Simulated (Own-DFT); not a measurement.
## Calculated data, Si3N4 (beta silicon nitride, strained, atoms displaced)

Computed with Own-DFT development build. A calculation, not a measurement: plane-wave PBE density functional theory by an unreviewed code, no spin, of a simulated periodic cell, stress positive in tension, free energy of the whole cell less one offset for each atom, forces on such cells moved up to 12 meV/angstrom on a denser k mesh; offsets are fitted by least squares, one for each functional and potential file, so energies compare only between cells with the same atoms and settings and are not formation energies; the far tail of each file's local potential was reset to the Coulomb form; each entry is a single point on an unrelaxed cell, so the pressure reflects the starting lattice, mostly measured values (interpolated for alloys), from which strain is counted, and rises with the displacements; printed positions are rounded, which can move forces by about a meV/angstrom; the program, named Own-DFT, is a retired in-house code; no spin-orbit coupling; before rounding, a Quantum ESPRESSO 7.3.1 run of the same cell and cutoff gave forces within 1 meV/angstrom rms on each cell, which checks the program and not the settings.

Common to all runs: functional PBE; potential files PseudoDojo norm-conserving, scalar-relativistic, standard set; wave cutoff 42 hartree; occupations Fermi-Dirac; smearing width 0.1 eV; k mesh 2 x 2 x 4 centred on Gamma.

(1) 
```cif
# cell vector a (Å): 15.0317 0.0137 0.1472
# cell vector b (Å): -7.5040 13.3604 -0.0506
# cell vector c (Å): 0.0563 0.0102 5.8285
data_Si3N4
_symmetry_space_group_name_H-M 'P 1'
_symmetry_Int_Tables_number 1
_cell_length_a 15.0324
_cell_length_b 15.3236
_cell_length_c 5.8288
_cell_angle_alpha 90.373
_cell_angle_beta 88.885
_cell_angle_gamma 119.269
_cell_volume 1171.02
loop_
_atom_site_label
_atom_site_type_symbol
_atom_site_fract_x
_atom_site_fract_y
_atom_site_fract_z
_atom_site_occupancy
Si1 Si 0.08904 0.39134 0.12351 1
Si2 Si 0.11421 0.20106 0.12835 1
Si3 Si 0.29122 0.41087 0.12842 1
Si4 Si 0.41472 0.11454 0.39879 1
Si5 Si 0.38369 0.29669 0.37698 1
Si6 Si 0.20005 0.08712 0.38512 1
N1 N 0.17407 0.02424 0.12669 1
N2 N 0.47767 0.14558 0.12646 1
N3 N 0.35296 0.33777 0.12815 1
N4 N 0.32134 0.47769 0.39507 1
N5 N 0.01434 0.34758 0.37026 1
N6 N 0.15503 0.16869 0.37358 1
N7 N 0.17079 0.33445 0.14113 1
N8 N 0.33783 0.17093 0.37367 1
Si7 Si 0.08819 0.38607 0.62607 1
Si8 Si 0.12350 0.20405 0.62449 1
Si9 Si 0.30048 0.41822 0.63797 1
Si10 Si 0.40967 0.10783 0.86745 1
Si11 Si 0.38824 0.30090 0.87482 1
Si12 Si 0.20190 0.09071 0.88020 1
N9 N 0.16067 0.01191 0.62120 1
N10 N 0.48065 0.15451 0.62117 1
N11 N 0.35171 0.33354 0.63979 1
N12 N 0.33886 0.48830 0.88380 1
N13 N 0.01323 0.34774 0.88406 1
N14 N 0.15176 0.17007 0.88197 1
N15 N 0.16548 0.33337 0.62239 1
N16 N 0.33544 0.16610 0.88049 1
Si13 Si 0.08282 0.88627 0.12268 1
Si14 Si 0.11438 0.70387 0.13554 1
Si15 Si 0.29733 0.90881 0.12932 1
Si16 Si 0.41152 0.61858 0.38074 1
Si17 Si 0.37880 0.78992 0.37013 1
Si18 Si 0.19845 0.58181 0.38118 1
N17 N 0.16719 0.51636 0.12014 1
N18 N 0.48612 0.65228 0.13275 1
N19 N 0.35062 0.83247 0.12789 1
N20 N 0.32970 0.98444 0.38536 1
N21 N 0.01828 0.85468 0.38148 1
N22 N 0.15131 0.66743 0.37879 1
N23 N 0.17048 0.84119 0.12033 1
N24 N 0.33165 0.66711 0.38185 1
Si19 Si 0.08812 0.88540 0.62389 1
Si20 Si 0.11362 0.70683 0.62360 1
Si21 Si 0.30115 0.91908 0.62427 1
Si22 Si 0.41978 0.61828 0.87449 1
Si23 Si 0.38855 0.80062 0.87234 1
Si24 Si 0.19848 0.58407 0.87572 1
N25 N 0.16930 0.51135 0.62765 1
N26 N 0.48304 0.65392 0.62364 1
N27 N 0.34872 0.83102 0.62787 1
N28 N 0.33550 0.98948 0.88633 1
N29 N 0.01211 0.84088 0.86689 1
N30 N 0.15215 0.66520 0.86322 1
N31 N 0.16712 0.82904 0.62936 1
N32 N 0.33215 0.66784 0.87781 1
Si25 Si 0.58879 0.38485 0.12734 1
Si26 Si 0.61471 0.20540 0.11998 1
Si27 Si 0.80017 0.40815 0.13174 1
Si28 Si 0.91359 0.11282 0.37559 1
Si29 Si 0.88482 0.30002 0.38861 1
Si30 Si 0.69600 0.08125 0.37681 1
N33 N 0.66462 0.01233 0.11795 1
N34 N 0.98966 0.15657 0.13083 1
N35 N 0.84796 0.33225 0.10944 1
N36 N 0.83329 0.48404 0.36583 1
N37 N 0.51619 0.35340 0.37792 1
N38 N 0.64710 0.17601 0.37611 1
N39 N 0.66789 0.32886 0.10566 1
N40 N 0.83888 0.17181 0.36459 1
Si31 Si 0.58428 0.38937 0.62445 1
Si32 Si 0.61611 0.20599 0.60960 1
Si33 Si 0.79953 0.41261 0.61072 1
Si34 Si 0.91023 0.11105 0.88408 1
Si35 Si 0.88421 0.29377 0.87762 1
Si36 Si 0.69947 0.08624 0.87523 1
N41 N 0.66639 0.01939 0.62100 1
N42 N 0.98163 0.14822 0.63339 1
N43 N 0.85087 0.33518 0.63027 1
N44 N 0.83357 0.48367 0.87363 1
N45 N 0.51547 0.35347 0.87062 1
N46 N 0.65632 0.17187 0.86432 1
N47 N 0.67335 0.33747 0.62617 1
N48 N 0.83245 0.17363 0.85925 1
Si37 Si 0.58836 0.88332 0.11963 1
Si38 Si 0.61340 0.69916 0.10594 1
Si39 Si 0.79660 0.91534 0.13847 1
Si40 Si 0.90413 0.61937 0.38632 1
Si41 Si 0.88453 0.79389 0.37513 1
Si42 Si 0.70347 0.58778 0.37605 1
N49 N 0.66819 0.51842 0.12727 1
N50 N 0.98970 0.65602 0.12931 1
N51 N 0.85276 0.83426 0.11541 1
N52 N 0.83494 0.99054 0.38295 1
N53 N 0.50975 0.85334 0.36211 1
N54 N 0.65359 0.66617 0.38403 1
N55 N 0.66966 0.83344 0.13388 1
N56 N 0.83233 0.66640 0.38518 1
Si43 Si 0.59022 0.88640 0.62657 1
Si44 Si 0.61057 0.69306 0.62024 1
Si45 Si 0.79972 0.91448 0.62595 1
Si46 Si 0.91147 0.61405 0.86511 1
Si47 Si 0.88632 0.79548 0.87892 1
Si48 Si 0.70686 0.58539 0.89350 1
N57 N 0.66930 0.51763 0.63627 1
N58 N 0.99308 0.65354 0.61884 1
N59 N 0.84605 0.83261 0.62155 1
N60 N 0.82830 0.98321 0.88279 1
N61 N 0.51631 0.84769 0.88587 1
N62 N 0.65150 0.66222 0.86166 1
N63 N 0.66294 0.83562 0.61421 1
N64 N 0.83228 0.66665 0.87208 1
_calc_free_energy_of_cell_above_offsets '-8.801'  # eV
_calc_pressure 6.64  # GPa
_calc_stress_xx -9.96  # GPa
_calc_stress_yy -3.06  # GPa
_calc_stress_zz -6.91  # GPa
_calc_stress_yz 1.24  # GPa
_calc_stress_xz 2.91  # GPa
_calc_stress_xy -0.52  # GPa
```

Force:
```tsv
element	x (eV/Å)	y (eV/Å)	z (eV/Å)
Si	0.822	-3.043	0.364
Si	0.973	2.985	0.62
Si	3.363	1.724	1.15
Si	-3.369	-0.848	-6.689
Si	-0.502	-0.062	0.117
Si	2.98	1.101	-1.615
N	-1.727	-3.483	0.254
N	2.286	0.658	-0.01
N	-0.33	0.28	0.291
N	1.43	4.533	-3.53
N	0.477	1.575	1.215
N	-0.699	-0.179	0.137
N	-3.858	-2.013	-1.086
N	-1.279	-1.866	0.835
Si	-0.476	-2.173	-0.173
Si	-3.565	1.421	0.797
Si	-0.325	-3.324	1.046
Si	-0.71	4.775	2.907
Si	-0.526	-2.926	1.91
Si	2.237	0.434	-0.812
N	-0.226	1.465	1.96
N	3.977	1.189	3.511
N	-1.844	1.364	-2.324
N	0.181	0.208	0.43
N	1.363	1.35	-1.094
N	0.78	-0.906	-1.3
N	1.491	-0.391	0.904
N	-1.402	0.779	-0.703
Si	2.562	1.294	-0.488
Si	2.277	1.46	-2.153
Si	-0.141	2.032	0.297
Si	-0.751	-2.427	-0.279
Si	-0.301	2.198	1.233
Si	0.188	1.985	-0.588
N	-0.339	-0.054	1.501
N	-0.009	-0.608	-0.815
N	-1.026	0.6	-0.688
N	0.833	1.095	-1.6
N	-1.658	-1.106	-1.118
N	0.735	-0.772	-0.512
N	-1.261	-2.497	0.331
N	-0.249	-2.333	-0.298
Si	1.772	-0.992	0.326
Si	5.451	-0.432	0.857
Si	0.042	-3.489	2.45
Si	-4.251	-0.661	1.761
Si	-1.303	-2.51	0.211
Si	1.408	2.503	-1.067
N	-0.982	0.76	0.083
N	1.472	-0.18	-0.497
N	-0.696	1.575	-0.389
N	0.36	-5.031	-1.321
N	0.99	1.726	1.206
N	-1.82	0.474	1.671
N	-0.946	4.158	-0.221
N	1.548	-0.374	0.067
Si	0.612	-0.576	-1.073
Si	-1.089	-1.94	-1.23
Si	-2.19	1.291	-2.932
Si	-0.733	3.861	1.423
Si	0.681	-1.735	-3.236
Si	0.967	4.434	-2.322
N	-0.295	0.814	0.92
N	-1.994	-2.441	-0.709
N	1.035	-0.151	4.01
N	0.228	1.745	0.812
N	0.209	0.426	-0.531
N	4.735	-4.047	-4.039
N	-1.713	3.332	0.974
N	-2.025	-2.205	0.224
Si	3.358	-0.148	-0.03
Si	-1.765	2.37	5.481
Si	-0.345	0.735	2.732
Si	-0.945	2.514	-0.697
Si	-0.531	1.853	-0.931
Si	0.829	2.327	-0.593
N	-0.465	-2.562	1.5
N	2.125	-0.014	-0.812
N	0.019	0.592	0.131
N	0.438	0.805	-0.334
N	1.448	0.807	1.886
N	-1.436	-0.93	0.292
N	-3.403	-1.073	-0.67
N	1.766	-5.702	0.837
Si	-0.251	-0.293	1.8
Si	1.429	2.12	2.915
Si	0.894	-0.917	-0.997
Si	8.425	-2.631	-1.875
Si	-0.929	1.877	-0.189
Si	-0.527	-1.189	1.888
N	-0.236	-2.077	2.179
N	-4.11	-1.896	-0.253
N	-0.954	0.746	2.906
N	0.347	-2.852	-0.696
N	2.264	0.523	1.903
N	-0.507	-0.289	-3.692
N	-0.475	-1.513	-0.599
N	-3.475	1.924	-0.383
Si	-3.379	0.16	-1.248
Si	-0.39	3.828	0.407
Si	-1.845	-0.919	0.668
Si	2.013	-0.134	2.008
Si	-1.777	-0.576	-2.327
Si	-0.794	0.407	-4.089
N	-0.383	0	-1.142
N	-7.096	-3.138	-0.008
N	1.269	-0.267	0.663
N	0.716	0.253	0.128
N	0.519	0.659	-2.458
N	-0.873	0.092	1.443
N	3.995	-1.907	0.544
N	1.178	0.606	0.347
```

(2) 
```cif
# cell vector a (Å): 15.0242 -0.1964 -0.1569
# cell vector b (Å): -7.6822 13.3617 -0.0781
# cell vector c (Å): -0.0600 -0.0692 5.8452
data_Si3N4
_symmetry_space_group_name_H-M 'P 1'
_symmetry_Int_Tables_number 1
_cell_length_a 15.0263
_cell_length_b 15.4129
_cell_length_c 5.8459
_cell_angle_alpha 90.585
_cell_angle_beta 91.177
_cell_angle_gamma 120.640
_cell_volume 1164.31
loop_
_atom_site_label
_atom_site_type_symbol
_atom_site_fract_x
_atom_site_fract_y
_atom_site_fract_z
_atom_site_occupancy
Si1 Si 0.08221 0.38384 0.12981 1
Si2 Si 0.10962 0.19176 0.12336 1
Si3 Si 0.29921 0.41698 0.12320 1
Si4 Si 0.40985 0.11349 0.36097 1
Si5 Si 0.38154 0.29788 0.37548 1
Si6 Si 0.20366 0.08963 0.38853 1
N1 N 0.15952 0.01308 0.11374 1
N2 N 0.48721 0.14992 0.12972 1
N3 N 0.35045 0.33087 0.14325 1
N4 N 0.32944 0.47859 0.37603 1
N5 N 0.01734 0.35251 0.38342 1
N6 N 0.14842 0.16373 0.38879 1
N7 N 0.16389 0.33604 0.12493 1
N8 N 0.33473 0.16718 0.37008 1
Si7 Si 0.08216 0.38205 0.60416 1
Si8 Si 0.11372 0.19756 0.62237 1
Si9 Si 0.29578 0.41578 0.62692 1
Si10 Si 0.41450 0.12460 0.86248 1
Si11 Si 0.38423 0.29986 0.86808 1
Si12 Si 0.20408 0.08559 0.87094 1
N9 N 0.16502 0.01677 0.61876 1
N10 N 0.48286 0.14805 0.63569 1
N11 N 0.34893 0.33892 0.62361 1
N12 N 0.32992 0.47935 0.87807 1
N13 N 0.01458 0.34508 0.86939 1
N14 N 0.14653 0.16555 0.87848 1
N15 N 0.16099 0.32565 0.61964 1
N16 N 0.34278 0.17405 0.87884 1
Si13 Si 0.08562 0.88746 0.12815 1
Si14 Si 0.11605 0.69755 0.11857 1
Si15 Si 0.29131 0.91517 0.11221 1
Si16 Si 0.40940 0.61546 0.35215 1
Si17 Si 0.38457 0.80441 0.37519 1
Si18 Si 0.19898 0.58595 0.38127 1
N17 N 0.16594 0.51133 0.11544 1
N18 N 0.47924 0.64380 0.11527 1
N19 N 0.34503 0.83457 0.13478 1
N20 N 0.33181 0.98344 0.38633 1
N21 N 0.01521 0.84790 0.37533 1
N22 N 0.15021 0.66900 0.36836 1
N23 N 0.16264 0.83209 0.12829 1
N24 N 0.32954 0.66242 0.39276 1
Si19 Si 0.08045 0.87774 0.63937 1
Si20 Si 0.12097 0.70454 0.61427 1
Si21 Si 0.29451 0.91428 0.61866 1
Si22 Si 0.41474 0.61628 0.88349 1
Si23 Si 0.38736 0.80730 0.87700 1
Si24 Si 0.20198 0.58620 0.87719 1
N25 N 0.16837 0.51075 0.61353 1
N26 N 0.48662 0.64822 0.62292 1
N27 N 0.34838 0.83231 0.63055 1
N28 N 0.33813 0.98513 0.87431 1
N29 N 0.01526 0.84846 0.87042 1
N30 N 0.14918 0.66863 0.87183 1
N31 N 0.17315 0.83789 0.61962 1
N32 N 0.33318 0.66398 0.86723 1
Si25 Si 0.57970 0.37660 0.12021 1
Si26 Si 0.61586 0.19974 0.11217 1
Si27 Si 0.80030 0.41407 0.10932 1
Si28 Si 0.91919 0.11658 0.37164 1
Si29 Si 0.88729 0.29519 0.37475 1
Si30 Si 0.70110 0.08502 0.38807 1
N33 N 0.66430 0.01723 0.11561 1
N34 N 0.99147 0.15627 0.12085 1
N35 N 0.84572 0.33141 0.11941 1
N36 N 0.83330 0.48372 0.37250 1
N37 N 0.51271 0.34748 0.36082 1
N38 N 0.65272 0.16622 0.37138 1
N39 N 0.66563 0.33169 0.12878 1
N40 N 0.83574 0.16384 0.38167 1
Si31 Si 0.59159 0.39459 0.61338 1
Si32 Si 0.62213 0.20548 0.63248 1
Si33 Si 0.79468 0.41152 0.63559 1
Si34 Si 0.91920 0.11912 0.87980 1
Si35 Si 0.88477 0.29927 0.88110 1
Si36 Si 0.70076 0.09178 0.89114 1
N41 N 0.66205 0.01694 0.62809 1
N42 N 0.97977 0.15280 0.61850 1
N43 N 0.84957 0.33655 0.62345 1
N44 N 0.83489 0.48034 0.86716 1
N45 N 0.51278 0.34445 0.88142 1
N46 N 0.65136 0.16758 0.87845 1
N47 N 0.65802 0.32568 0.61857 1
N48 N 0.83325 0.16383 0.88124 1
Si37 Si 0.59797 0.88590 0.11476 1
Si38 Si 0.61309 0.70354 0.11270 1
Si39 Si 0.80210 0.91446 0.11653 1
Si40 Si 0.91218 0.61527 0.38067 1
Si41 Si 0.88459 0.79498 0.36597 1
Si42 Si 0.71364 0.59342 0.38363 1
N49 N 0.66777 0.51963 0.12649 1
N50 N 0.98570 0.65095 0.11991 1
N51 N 0.85509 0.83464 0.12765 1
N52 N 0.83704 0.99006 0.37630 1
N53 N 0.51697 0.85239 0.36799 1
N54 N 0.65573 0.66758 0.36600 1
N55 N 0.67229 0.83948 0.12866 1
N56 N 0.83143 0.66238 0.37877 1
Si43 Si 0.58800 0.88686 0.62700 1
Si44 Si 0.61386 0.70283 0.62296 1
Si45 Si 0.79979 0.91702 0.62831 1
Si46 Si 0.91469 0.61748 0.85987 1
Si47 Si 0.88398 0.79799 0.86379 1
Si48 Si 0.71518 0.59121 0.87290 1
N57 N 0.66296 0.51337 0.62072 1
N58 N 0.98764 0.65267 0.62207 1
N59 N 0.84817 0.83689 0.64750 1
N60 N 0.84125 0.99155 0.86509 1
N61 N 0.51530 0.85124 0.85905 1
N62 N 0.64781 0.66512 0.87066 1
N63 N 0.66647 0.83229 0.61551 1
N64 N 0.84089 0.67490 0.89045 1
_calc_free_energy_of_cell_above_offsets '-6.034'  # eV
_calc_pressure 8.53  # GPa
_calc_stress_xx -13.47  # GPa
_calc_stress_yy -3.63  # GPa
_calc_stress_zz -8.5  # GPa
_calc_stress_yz -2.08  # GPa
_calc_stress_xz -3.72  # GPa
_calc_stress_xy -5.46  # GPa
```

Force:
```tsv
element	x (eV/Å)	y (eV/Å)	z (eV/Å)
Si	2.829	-0.565	-2.039
Si	4.141	6.347	1.557
Si	-0.722	-4.377	0.764
Si	1.543	0.457	2.622
Si	1.504	-1.095	2.185
Si	0.332	-0.556	-2.624
N	0.214	2.036	1.575
N	-1.499	-0.775	-1.297
N	-3.134	2.078	-5.498
N	0.64	3.825	-0.02
N	-4.074	-1.706	-6.967
N	0.855	-1.258	-2.864
N	1.339	-2.071	0.141
N	-1.084	0.056	0.325
Si	5.791	0.582	8.72
Si	-2.167	2.638	1.902
Si	-1.208	-2.453	-0.968
Si	2.842	-3.016	2.642
Si	-0.966	0.365	1.841
Si	-0.296	1.64	0.747
N	-0.228	-2.149	1.463
N	1.932	0.619	-3.528
N	1.277	-0.873	0.299
N	0.813	3.332	-0.102
N	-0.678	0.76	-0.258
N	2.618	-2.053	-1.008
N	-0.13	1.708	-0.043
N	-5.243	-1.351	-0.257
Si	1.527	-1.756	0.021
Si	-2.158	3.215	0.151
Si	1.235	-0.309	1.987
Si	-0.582	-1.43	4.842
Si	1.715	-2.619	0.917
Si	1.003	-0.41	-1.675
N	-1.463	1.84	1.501
N	3.284	2.201	3.453
N	-0.274	0.681	-2.306
N	0.112	1.207	-3.378
N	-0.324	0.016	0.491
N	1.779	-1.859	0.681
N	-0.411	-0.637	-0.454
N	-0.059	2.634	-1.396
Si	3.52	2.395	-3.594
Si	-0.909	2.029	1.423
Si	3.756	1.446	1.639
Si	-3.097	-2.022	-6.816
Si	0.253	-3.396	1.235
Si	0.543	-0.311	-1.052
N	-1.437	0.756	1.547
N	-2.457	-1.18	-0.437
N	-1.726	1.457	-1.428
N	-0.672	1.435	-0.308
N	-1.06	-0.397	1.907
N	2.151	-1.807	-1.219
N	-4.642	-3.879	0.513
N	-0.538	2.048	0.975
Si	3.022	2.938	1.308
Si	-0.779	2.384	4.156
Si	-1.794	-1.403	3.408
Si	-2.84	0.095	-1.205
Si	-3.178	-1.301	0.429
Si	0.271	1.033	-1.881
N	0.025	-1.177	2.434
N	-4.341	-2.522	1.924
N	1.02	0.427	1.361
N	0.42	0.432	0.616
N	0.239	0.775	2.636
N	0.011	-0.265	0.805
N	0.594	0.151	-0.864
N	-0.456	1.238	-0.562
Si	-0.67	-7.455	0.823
Si	-2.242	-1.859	-2.652
Si	-0.346	-2.511	-5.362
Si	-2.876	0.71	-2.394
Si	0.444	-2.115	-2.135
Si	2.332	-0.974	-2.418
N	0.041	-0.225	1.263
N	3.143	0.602	2.61
N	0.89	-0.724	0.061
N	-0.112	4.413	1.416
N	0.019	1.37	-4.327
N	0.878	-0.349	-1.134
N	0.643	4.39	0.477
N	-0.362	1.804	0.234
Si	-5.724	1.576	0.708
Si	2.481	-0.196	1.622
Si	0.966	1.47	0.812
Si	1.227	-1.297	-2.817
Si	-0.98	-0.334	2.543
Si	-7.48	-5.329	-2.32
N	0.529	-1.088	-0.801
N	-1.214	-1.151	0.597
N	-1.407	1.1	-1.641
N	0.854	-2.447	-1.052
N	0.579	0.021	-0.961
N	-1.27	0.796	0.738
N	1.956	-3.322	-0.648
N	5.038	5.66	0.482
Si	0.693	-0.199	-2.087
Si	2.127	0.313	-1.289
Si	-0.686	-0.564	-1.826
Si	0.745	-0.525	2.506
Si	0.645	0.527	3.392
Si	-4.76	-2.049	2.164
N	1.241	5.598	0.682
N	-0.038	0.177	0.192
N	0.094	0.134	-5.121
N	0.33	-1.735	2.541
N	1.177	0.172	2.715
N	1.603	-0.26	-0.006
N	-0.189	1.393	0.608
N	1.158	-1.815	-1.289
```
